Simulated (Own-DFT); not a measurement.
## Calculated data, SiGe (layered order of Si and Ge on the diamond lattice, atoms displaced)

All values are calculated (Own-DFT development build). A calculation, not a measurement: plane-wave PBEsol density functional theory by an unreviewed code, no spin, of a simulated periodic cell, stress positive in tension, free energy of the whole cell less one offset for each atom, forces on such cells passed a denser k mesh, this cell's mesh not checked; offsets are fitted by least squares, one for each functional and potential file, so energies compare only between cells with the same atoms and settings and are not formation energies; the far tail of each file's local potential was reset to the Coulomb form; each entry is a single point on an unrelaxed cell, so the pressure reflects the starting lattice, mostly measured values, from which strain is counted, and rises with the displacements; printed positions are rounded, which can move forces by about a meV/angstrom; the program is a retired in-house code; no spin-orbit coupling.

Common to all runs: functional PBEsol; potential files PseudoDojo norm-conserving, scalar-relativistic, made for PBE, standard set; wave cutoff 42 hartree; occupations Fermi-Dirac; smearing width 0.1 eV; hardware one NVIDIA H100; k mesh 3 x 3 x 3 centred on Gamma.

(1) SiGe (layered order of Si and Ge on the diamond lattice, atoms displaced)

```
SiGe
1.0
     11.0890     0.0000     0.0000
      0.0000    11.0890     0.0000
      0.0000     0.0000    11.0890
Ge Si Ge Si Ge Si Ge Si
8 8 8 8 8 8 8 8
Direct
  0.00303 0.99517 0.00035
  0.00394 0.25183 0.24577
  0.24758 0.99725 0.24616
  0.26175 0.25504 0.99734
  0.12799 0.12321 0.12187
  0.12539 0.37407 0.37524
  0.37595 0.12362 0.37704
  0.37801 0.38190 0.12029
  0.00247 0.00462 0.49925
  0.99928 0.24517 0.74605
  0.26080 0.00682 0.75389
  0.25422 0.25675 0.49928
  0.11804 0.13664 0.61515
  0.12969 0.37368 0.87566
  0.37247 0.12938 0.87524
  0.36671 0.38204 0.61723
  0.99583 0.48984 0.98957
  0.99277 0.74397 0.24491
  0.25903 0.49886 0.25648
  0.25066 0.74415 0.00474
  0.11896 0.62799 0.12430
  0.12013 0.88282 0.38848
  0.37149 0.62923 0.36989
  0.36993 0.86846 0.12290
  0.00418 0.49284 0.50197
  0.99173 0.75408 0.75155
  0.25671 0.49462 0.74377
  0.25613 0.74985 0.48416
  0.11925 0.62844 0.62666
  0.11882 0.87987 0.87607
  0.36814 0.62279 0.87834
  0.38018 0.87027 0.62815
  0.50983 0.00291 0.00733
  0.50801 0.25275 0.25083
  0.74347 0.99849 0.24718
  0.74827 0.24745 0.99651
  0.63343 0.12809 0.12430
  0.62845 0.37862 0.37777
  0.87062 0.12894 0.37470
  0.87080 0.37588 0.12734
  0.50465 0.99622 0.50407
  0.48694 0.25179 0.74211
  0.74404 0.99881 0.75002
  0.75483 0.25110 0.49796
  0.62488 0.12423 0.62807
  0.62070 0.36579 0.87700
  0.87492 0.12492 0.87291
  0.87011 0.37666 0.62196
  0.48682 0.49663 0.98165
  0.50385 0.75255 0.24614
  0.74899 0.50027 0.25255
  0.74968 0.74743 0.99768
  0.62877 0.63212 0.12232
  0.62533 0.86234 0.36918
  0.87093 0.63069 0.38281
  0.87360 0.87608 0.11860
  0.49920 0.49729 0.49726
  0.50354 0.75000 0.74514
  0.75938 0.49974 0.75794
  0.75032 0.75199 0.50253
  0.63090 0.62009 0.62822
  0.62583 0.87091 0.87525
  0.87527 0.62713 0.87636
  0.88391 0.88084 0.62731
```

* free energy of cell above offsets: -0.026 eV
* pressure: 1.12 GPa
* stress xx: -0.99 GPa
* stress yy: -1.19 GPa
* stress zz: -1.17 GPa
* stress yz: -0.93 GPa
* stress xz: 0.66 GPa
* stress xy: 0.55 GPa
* wall time: 519.1 s

Force:
```
element  x (eV/Å)  y (eV/Å)  z (eV/Å)
     Ge    -0.669     1.223    -0.344
     Ge    -0.351    -0.402     0.139
     Ge     0.013     0.006      0.93
     Ge      -1.5    -0.354     0.271
     Ge     0.226     0.596    -0.399
     Ge     0.425     0.078     0.092
     Ge     0.338    -0.073     0.034
     Ge     0.436    -0.558      1.11
     Si     -1.08     0.809     0.852
     Si    -0.299     1.049     0.456
     Si    -1.778    -0.783    -1.003
     Si    -0.746    -0.865    -0.249
     Si     1.521    -0.844     0.715
     Si     0.054    -0.529     -1.37
     Si     1.522    -0.453     0.009
     Si     1.427    -0.562     0.005
     Ge     0.344     1.011     0.673
     Ge      0.13     1.327     1.163
     Ge    -1.702    -0.084    -1.307
     Ge    -1.116      0.49    -1.357
     Ge      0.49    -1.782     0.024
     Ge     0.573    -1.295    -2.038
     Ge     2.032    -0.459     0.324
     Ge     1.037     1.093     0.189
     Si    -0.687     1.089     0.344
     Si         1     -0.29     0.184
     Si    -1.714     1.445     0.999
     Si     -1.25     0.779     2.843
     Si     0.917     -0.24    -0.398
     Si     1.604    -0.836    -1.045
     Si     0.043     0.863    -2.238
     Si    -0.609     0.491    -0.683
     Ge    -1.266    -0.519    -1.223
     Ge    -0.724    -0.077      -0.2
     Ge     0.954    -0.367     0.517
     Ge     0.812     0.348    -0.252
     Ge    -0.736     0.164      0.51
     Ge    -0.183    -0.544     0.327
     Ge     0.684    -0.705    -0.369
     Ge     0.133    -0.231    -0.482
     Si    -0.029    -0.152    -0.205
     Si     0.899    -0.047     0.159
     Si     0.829    -0.015     0.225
     Si    -1.045    -0.002     1.063
     Si    -0.191     0.506    -0.533
     Si    -0.134      0.68    -1.469
     Si     0.077    -0.548    -0.357
     Si     0.825    -0.237     0.599
     Ge     2.224     0.303     1.234
     Ge    -1.092    -0.815    -0.465
     Ge     0.131     0.957    -0.099
     Ge     0.385     0.547    -0.611
     Ge    -1.022    -1.809    -0.258
     Ge     0.302     1.634      1.58
     Ge     0.699    -1.222    -0.082
     Ge    -0.225    -0.125     0.703
     Si     0.022     1.024     0.575
     Si    -0.145    -0.784      0.95
     Si     -1.22    -0.505    -0.447
     Si     0.111     0.248      1.03
     Si     -0.27    -0.042    -0.125
     Si    -0.339     0.341    -0.453
     Si     0.276    -0.155    -0.333
     Si    -1.373     0.214    -0.436
```

(2) SiGe (layered order of Si and Ge on the diamond lattice, atoms displaced)

```
SiGe
1.0
     11.0890     0.0000     0.0000
      0.0000    11.0890     0.0000
      0.0000     0.0000    11.0890
Ge Si Ge Si Ge Si Ge Si
8 8 8 8 8 8 8 8
Direct
  0.99224 0.99467 0.99514
  0.00625 0.24262 0.25128
  0.24423 0.00239 0.23931
  0.24305 0.24995 0.00399
  0.11869 0.12133 0.13135
  0.12356 0.38886 0.37609
  0.36464 0.12450 0.36252
  0.37803 0.37740 0.13098
  0.99037 0.99005 0.49179
  0.00012 0.24799 0.74677
  0.24745 0.99215 0.74936
  0.25042 0.24633 0.49098
  0.11756 0.12234 0.63081
  0.10750 0.37288 0.87407
  0.38216 0.12766 0.87029
  0.38156 0.36472 0.61909
  0.99429 0.50086 0.99135
  0.99876 0.74685 0.25008
  0.24235 0.49322 0.24849
  0.24402 0.75142 0.99646
  0.12373 0.61777 0.11923
  0.12269 0.87705 0.37458
  0.37842 0.62052 0.36600
  0.36785 0.87603 0.13483
  0.99997 0.50131 0.50152
  0.99800 0.74850 0.75528
  0.24706 0.50592 0.75216
  0.24431 0.75081 0.50590
  0.11300 0.62131 0.61960
  0.12245 0.88416 0.87707
  0.37835 0.62546 0.87878
  0.37674 0.86762 0.61789
  0.49543 0.99459 0.00262
  0.49974 0.24326 0.24473
  0.75265 0.01018 0.24138
  0.74325 0.24645 0.00025
  0.62063 0.12846 0.12017
  0.62642 0.36277 0.36965
  0.88187 0.12775 0.36839
  0.87782 0.37517 0.12703
  0.49646 0.99986 0.50588
  0.49929 0.24168 0.74828
  0.75422 0.99696 0.75268
  0.75145 0.24369 0.49605
  0.61345 0.12169 0.61986
  0.63405 0.38474 0.87849
  0.87803 0.11979 0.87513
  0.88717 0.36989 0.62291
  0.50115 0.50119 0.00155
  0.50054 0.75538 0.24262
  0.74491 0.49596 0.24333
  0.74462 0.75492 0.99222
  0.63623 0.62894 0.12331
  0.62774 0.87663 0.36920
  0.87241 0.62626 0.37205
  0.87228 0.88441 0.11941
  0.49844 0.50601 0.50682
  0.49905 0.76357 0.74965
  0.75827 0.50535 0.74633
  0.74219 0.73726 0.49642
  0.62282 0.62227 0.62751
  0.62596 0.88179 0.87773
  0.87403 0.62365 0.87396
  0.87389 0.88862 0.63680
```

- free energy of cell above offsets: 0.930 eV
- pressure: 1.31 GPa
- stress xx: -1.37 GPa
- stress yy: -1.23 GPa
- stress zz: -1.35 GPa
- stress yz: 0.41 GPa
- stress xz: 0.78 GPa
- stress xy: 0.37 GPa
- wall time: 504.6 s

Force:
```
element  x (eV/Å)  y (eV/Å)  z (eV/Å)
     Ge     1.179     1.166     0.105
     Ge    -0.189     2.446     0.353
     Ge    -0.268    -0.641     1.651
     Ge     0.456     0.172    -0.857
     Ge    -0.055    -0.082     -2.38
     Ge    -0.349    -2.253     0.946
     Ge     0.991    -0.425     1.308
     Ge    -0.493    -0.466    -0.827
     Si     0.376     1.206     1.354
     Si    -0.394    -0.483     0.671
     Si     0.799      0.95    -0.367
     Si    -0.772     0.546     1.214
     Si     0.838     -0.66    -1.528
     Si     2.063     0.127    -0.515
     Si    -1.669    -0.941     0.605
     Si     -0.98     0.745     0.443
     Ge    -0.206    -0.261     0.711
     Ge     0.094     0.493    -0.803
     Ge     1.256     1.193    -0.589
     Ge     0.508     0.086     0.081
     Ge    -0.231     0.613      0.07
     Ge     0.566    -0.539     0.139
     Ge    -0.658     0.657     1.081
     Ge     0.102    -0.745    -1.875
     Si    -1.054    -0.073    -0.504
     Si     0.159     0.671    -0.486
     Si    -0.063    -1.092     -0.42
     Si     0.177     -0.85    -0.984
     Si     1.333     1.037     1.362
     Si     0.175    -1.448    -0.746
     Si    -0.335     0.685    -0.966
     Si    -0.788     0.768     0.669
     Ge    -0.174     0.581    -0.376
     Ge     -0.45     0.442     0.586
     Ge    -0.458    -0.256     0.668
     Ge     1.444     0.714    -0.784
     Ge    -0.162    -1.038    -0.186
     Ge    -0.403     1.261     1.131
     Ge    -1.014    -0.741     1.286
     Ge    -0.082     -0.74    -0.523
     Si    -0.538    -0.425    -1.744
     Si     0.997     1.684     0.076
     Si    -1.575     1.556     0.304
     Si     0.166     0.141     0.771
     Si     1.862     0.196     0.797
     Si    -0.643    -0.825    -1.225
     Si     -0.86     1.152    -0.698
     Si    -1.601     0.278    -0.249
     Ge     0.323     0.234    -0.065
     Ge       0.5    -0.785     0.658
     Ge     0.692    -0.185     1.084
     Ge     1.128    -0.276    -0.023
     Ge    -1.436     0.147    -0.356
     Ge     -0.02     0.279     0.922
     Ge    -0.248     -0.89     0.497
     Ge    -0.367    -1.892     0.703
     Si     0.179    -1.382    -0.779
     Si     0.478     -1.45      0.46
     Si    -0.254     -0.87    -0.269
     Si     0.471     1.624     0.878
     Si    -0.057     0.665     0.452
     Si    -0.476    -0.086    -0.954
     Si    -0.401     1.006    -0.334
     Si     0.409    -2.721    -1.626
```

(3) SiGe (layered order of Si and Ge on the diamond lattice, atoms displaced)

```
SiGe
1.0
     11.0890     0.0000     0.0000
      0.0000    11.0890     0.0000
      0.0000     0.0000    11.0890
Ge Si Ge Si Ge Si Ge Si
8 8 8 8 8 8 8 8
Direct
  0.99856 0.00187 0.99389
  0.00428 0.24439 0.25295
  0.24253 0.99710 0.24204
  0.24703 0.25188 0.99731
  0.12388 0.12587 0.12066
  0.12961 0.36483 0.37737
  0.37390 0.12524 0.37364
  0.37301 0.37379 0.12971
  0.00578 0.99668 0.49758
  0.99780 0.25535 0.74371
  0.25745 0.00174 0.75369
  0.24933 0.24287 0.49560
  0.12661 0.13426 0.62750
  0.12002 0.37862 0.88319
  0.37409 0.12612 0.87240
  0.38063 0.37316 0.62744
  0.99960 0.50787 0.98947
  0.99694 0.74216 0.24064
  0.24333 0.50003 0.24930
  0.25388 0.74430 0.00308
  0.12928 0.62548 0.12486
  0.12695 0.86571 0.37857
  0.36987 0.62392 0.37848
  0.37440 0.88196 0.12140
  0.00187 0.50037 0.50344
  0.00775 0.74544 0.75021
  0.24367 0.50262 0.75233
  0.24745 0.75178 0.50264
  0.11979 0.63006 0.62236
  0.11869 0.87593 0.87631
  0.37557 0.63071 0.87093
  0.37014 0.87333 0.62744
  0.49399 0.00473 0.00192
  0.50580 0.24807 0.24416
  0.75770 0.00246 0.24932
  0.75227 0.24696 0.00736
  0.62757 0.13752 0.12780
  0.63239 0.37527 0.37410
  0.88508 0.11524 0.37828
  0.87308 0.37866 0.12723
  0.49743 0.99885 0.50811
  0.50304 0.26138 0.75626
  0.75074 0.99822 0.74445
  0.75050 0.24777 0.50098
  0.62305 0.12927 0.63151
  0.60776 0.37329 0.87491
  0.87817 0.12778 0.88283
  0.87167 0.36899 0.62790
  0.50570 0.48585 0.00101
  0.49555 0.75036 0.24966
  0.74609 0.50545 0.25168
  0.75481 0.74410 0.00359
  0.62310 0.62532 0.12709
  0.63210 0.87949 0.37102
  0.87425 0.62297 0.37129
  0.86460 0.88049 0.11492
  0.49252 0.49845 0.50840
  0.50528 0.75314 0.76331
  0.75464 0.49607 0.74641
  0.75387 0.75064 0.50293
  0.62725 0.61893 0.61290
  0.62211 0.87183 0.87970
  0.87378 0.62019 0.88401
  0.87912 0.87401 0.62789
```

- free energy of cell above offsets: 0.290 eV
- pressure: 1.27 GPa
- stress xx: -1.27 GPa
- stress yy: -1.29 GPa
- stress zz: -1.26 GPa
- stress yz: -0.46 GPa
- stress xz: 0.34 GPa
- stress xy: 0.35 GPa
- wall time: 502.2 s

Force:
```
element  x (eV/Å)  y (eV/Å)  z (eV/Å)
     Ge     0.108    -0.245     0.413
     Ge    -0.724      0.53     -0.43
     Ge     0.381     0.131     1.198
     Ge     0.437    -0.094    -0.147
     Ge    -0.196    -0.169    -0.151
     Ge    -0.576     1.246     0.399
     Ge       0.4    -0.861    -0.164
     Ge    -0.073    -0.044    -0.313
     Si     0.433    -0.254     1.521
     Si      0.38    -0.415     1.552
     Si    -1.416    -0.157    -0.409
     Si     0.934     0.655     1.268
     Si     0.045    -1.346    -0.053
     Si     0.313    -0.399     -1.91
     Si     0.357     0.749    -0.128
     Si    -1.691    -0.117     0.186
     Ge     0.511    -1.067     2.113
     Ge    -0.281     1.358     0.485
     Ge     0.537    -0.485     0.666
     Ge    -0.127     1.153    -0.964
     Ge    -0.664    -0.414    -0.625
     Ge    -0.667     0.521    -0.967
     Ge     0.142    -0.026     0.277
     Ge    -0.262     -1.04     0.451
     Si    -0.461     -0.65    -0.239
     Si     -1.48     0.534     0.687
     Si     0.504    -0.088    -0.299
     Si     0.501     -0.53     0.589
     Si     0.859    -0.859     0.059
     Si     1.426    -0.415    -0.488
     Si     0.149    -1.388     0.314
     Si     0.844    -0.172     0.473
     Ge      1.37     0.472    -0.576
     Ge    -1.214     1.046     1.868
     Ge    -0.894     0.553    -0.141
     Ge    -0.038     1.283    -1.797
     Ge     0.204    -2.643    -0.434
     Ge    -1.188    -0.065     0.879
     Ge    -0.754     1.004     0.345
     Ge     0.733       0.2     0.096
     Si     0.256     0.197    -0.403
     Si    -1.372    -2.335     -1.35
     Si    -0.039     0.248      1.23
     Si     0.199    -0.544     0.102
     Si    -0.027    -0.116    -0.316
     Si     4.138     0.214    -0.029
     Si    -0.643     0.128     -2.07
     Si     0.272     0.751     -0.88
     Ge    -1.692     2.436     0.568
     Ge     0.148      0.46     0.281
     Ge     0.347    -0.455     -0.24
     Ge    -1.348     0.166    -0.875
     Ge    -0.429    -0.206    -0.425
     Ge    -0.729    -0.483     1.128
     Ge     0.371     0.191     1.181
     Ge     1.643     -0.27     0.717
     Si      0.81    -0.138     -1.17
     Si    -0.465    -0.698    -2.223
     Si     -1.18     0.254     0.682
     Si    -0.005     0.126    -0.363
     Si     0.081     0.756     1.675
     Si      1.05         1     0.065
     Si    -0.484     0.979    -2.709
     Si     0.236    -0.153    -0.179
```

(4) SiGe (layered order of Si and Ge on the diamond lattice, atoms displaced)

```
SiGe
1.0
     11.0890     0.0000     0.0000
      0.0000    11.0890     0.0000
      0.0000     0.0000    11.0890
Ge Si Ge Si Ge Si Ge Si
8 8 8 8 8 8 8 8
Direct
  0.99647 0.00387 0.01239
  0.99621 0.24958 0.24646
  0.24549 0.99503 0.26143
  0.25632 0.24522 0.99879
  0.12769 0.13510 0.13013
  0.12358 0.38162 0.37546
  0.37424 0.12262 0.38355
  0.37537 0.37829 0.13611
  0.00449 0.00232 0.50024
  0.99980 0.24916 0.75119
  0.25421 0.00236 0.74414
  0.24672 0.24180 0.51398
  0.13018 0.12568 0.62646
  0.13748 0.36544 0.87925
  0.37598 0.12102 0.87852
  0.36525 0.37706 0.61980
  0.00694 0.50508 0.99857
  0.99356 0.74964 0.23935
  0.24421 0.50738 0.24969
  0.24946 0.74343 0.00226
  0.12518 0.62302 0.12798
  0.12548 0.88043 0.37590
  0.37916 0.63575 0.37756
  0.38187 0.87167 0.11764
  0.00276 0.49279 0.50418
  0.00229 0.74551 0.74976
  0.25327 0.50148 0.75285
  0.24454 0.75006 0.49919
  0.11705 0.63093 0.62153
  0.12639 0.87970 0.87262
  0.38998 0.62328 0.86472
  0.37665 0.87550 0.63051
  0.49938 0.00217 0.00207
  0.50489 0.24660 0.25312
  0.75503 0.00170 0.24251
  0.73858 0.25065 0.99779
  0.62938 0.12870 0.12442
  0.62466 0.37440 0.36385
  0.88172 0.13673 0.38138
  0.87389 0.38134 0.12658
  0.50063 0.99224 0.50070
  0.50917 0.24586 0.74494
  0.74639 0.99594 0.74495
  0.75585 0.24895 0.49493
  0.62340 0.11918 0.62782
  0.62642 0.36869 0.87356
  0.87984 0.12300 0.87965
  0.87240 0.36871 0.62732
  0.49095 0.49610 0.98973
  0.50219 0.75203 0.24613
  0.74552 0.50785 0.23977
  0.74190 0.75066 0.99443
  0.62121 0.62880 0.12148
  0.62925 0.87405 0.37810
  0.87459 0.62110 0.37873
  0.88496 0.87108 0.12339
  0.50900 0.49310 0.50595
  0.50183 0.75446 0.74721
  0.74619 0.50087 0.75973
  0.74822 0.74490 0.49589
  0.61684 0.62011 0.61927
  0.62008 0.87216 0.87828
  0.86506 0.62413 0.86989
  0.87801 0.87283 0.62765
```

- free energy of cell above offsets: 0.152 eV
- pressure: 1.21 GPa
- stress xx: -1.11 GPa
- stress yy: -1.37 GPa
- stress zz: -1.16 GPa
- stress yz: 0.79 GPa
- stress xz: 0.43 GPa
- stress xy: 0.47 GPa
- wall time: 513.3 s

Force:
```
element  x (eV/Å)  y (eV/Å)  z (eV/Å)
     Ge     1.481     0.355     -1.58
     Ge     0.317     1.353     0.483
     Ge     1.624     1.178    -2.126
     Ge     0.515     0.346     0.731
     Ge     0.374    -1.355     -0.02
     Ge     0.392    -1.454     0.345
     Ge     0.089      0.04     0.149
     Ge     -0.16    -0.339    -0.912
     Si    -0.482      0.05     0.758
     Si     0.511    -0.158     0.339
     Si    -0.166    -0.117     0.983
     Si     0.537     1.465    -1.891
     Si     -1.48     -0.77     0.827
     Si    -1.212     1.237    -1.046
     Si      0.51     0.249    -1.407
     Si     1.283    -0.245      0.83
     Ge    -0.764    -0.921    -1.037
     Ge     1.361    -0.949     2.539
     Ge     1.297     -0.33     1.267
     Ge     0.618     0.389    -1.527
     Ge    -0.395     0.765    -0.576
     Ge    -1.448    -1.696     0.658
     Ge    -0.058    -1.267     0.472
     Ge    -1.386     0.333     1.002
     Si    -0.845     0.616      0.53
     Si    -0.704     0.814     0.581
     Si    -0.474     0.184    -0.474
     Si     0.486     0.503     0.739
     Si     0.962     -1.17     0.258
     Si    -0.122    -0.273     0.211
     Si    -1.917     0.668     0.031
     Si    -0.502    -0.338    -0.946
     Ge     0.514     0.084    -0.518
     Ge    -1.206    -0.504    -0.106
     Ge     0.439    -0.102     1.297
     Ge     2.304     0.209    -0.261
     Ge    -0.728    -0.809     0.182
     Ge     1.041     0.579     1.541
     Ge     0.004    -1.955    -0.558
     Ge    -0.079    -0.427    -1.009
     Si     0.037     0.463     0.618
     Si    -1.617     0.563     0.403
     Si     0.681     -0.04     1.113
     Si    -1.631     0.546     1.196
     Si     0.586     0.065    -1.296
     Si    -0.907     0.749    -0.593
     Si    -1.137      0.07    -0.745
     Si    -0.037     0.763     0.281
     Ge     1.241    -0.495     0.901
     Ge     0.151     0.419     0.583
     Ge     0.439    -0.296      1.03
     Ge     1.189     0.072     0.291
     Ge    -0.609    -0.594    -0.874
     Ge     0.027     0.268    -0.631
     Ge     0.224    -0.143    -0.264
     Ge    -2.598     0.425    -0.947
     Si    -1.753    -0.379    -1.234
     Si     0.336    -0.437    -0.193
     Si    -0.361    -0.706    -1.717
     Si     0.383     0.184     1.233
     Si     1.448     0.924     1.284
     Si     0.156     0.983    -1.137
     Si     1.482      0.48     0.521
     Si    -0.263    -0.124    -0.588
```
